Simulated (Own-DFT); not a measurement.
# What a change of functional does to the pressure

All numbers below are calculated, not measured. They come from Own-DFT, an in-house plane-wave density functional program, since retired, whose code no person has reviewed. Each row is one single-point run on a periodic cell that was not relaxed, without spin or spin-orbit coupling.

Known limits, some of them of some rows only: forces on such cells failed a check on a denser k mesh; forces on such cells moved up to 12 meV/angstrom on a denser k mesh; forces on such cells passed a denser k mesh, each cell not checked; stress not checked against mesh or cutoff.

Each cell was run twice at the same cutoff, k mesh and smearing, with PBE and with PBEsol, on PseudoDojo norm-conserving files made for PBE. Atoms were moved at random from their sites; u is the rms move along one axis. Files made for PBEsol would give a somewhat different change.

```
                                    cell  atoms  volume (Å³/atom)  u (Å)  cutoff (hartree)  P with PBE (GPa)  P with PBEsol (GPa)  change (GPa)
C40 NbSi2 with one Si vacancy (Nb12Si23)     35             15.06  0.087                42              4.29                 0.72         -3.57
C40 NbSi2 with one Si vacancy (Nb12Si23)     35             15.06  0.084                42              4.15                 0.57         -3.58
C40 NbSi2 with one Si vacancy (Nb12Si23)     35             15.06  0.054                42              2.04                -1.54         -3.57
                  D0_22 TiAl3 (Al30Ti10)     40             15.63  0.047                42              2.54                 0.64         -1.90
                  D0_22 TiAl3 (Al30Ti10)     40             15.63  0.054                42              2.75                 0.85         -1.91
                  D0_22 TiAl3 (Al30Ti10)     40             15.63  0.125                42              6.68                 4.77         -1.91
                    L1_0 TiAl (Al16Ti16)     32             15.86  0.052                42              3.47                 0.57         -2.90
                    L1_0 TiAl (Al16Ti16)     32             16.06  0.019                42              1.17                -1.68         -2.84
                    L1_0 TiAl (Al16Ti16)     32             16.06  0.166                42              8.96                 6.11         -2.85
                    beta-Si3N4 (N24Si18)     42             10.42  0.048                42              8.57                 6.16         -2.40
                    beta-Si3N4 (N64Si48)    112             10.41  0.021                42              5.77                 3.37         -2.41
                    beta-Si3N4 (N64Si48)    112             10.41  0.050                42              8.17                    ?             ?
```

## Worked reading

Mean change of pressure by composition, in GPa: Nb12Si23, -3.58; AlTi, -2.86; N4Si3, -2.40; Al3Ti, -1.91. At a fixed cell PBEsol gives the lower pressure, because it favours a smaller volume than PBE. Here the change varies more between materials than between cells of one material.

## Withheld value

Question: what PBEsol pressure should the N64Si48 cell with the blank give?

Adding the mean change of the cells with its composition, -2.40 GPa, to 8.17 gives 5.8 GPa. The calculation gave 5.76 GPa.
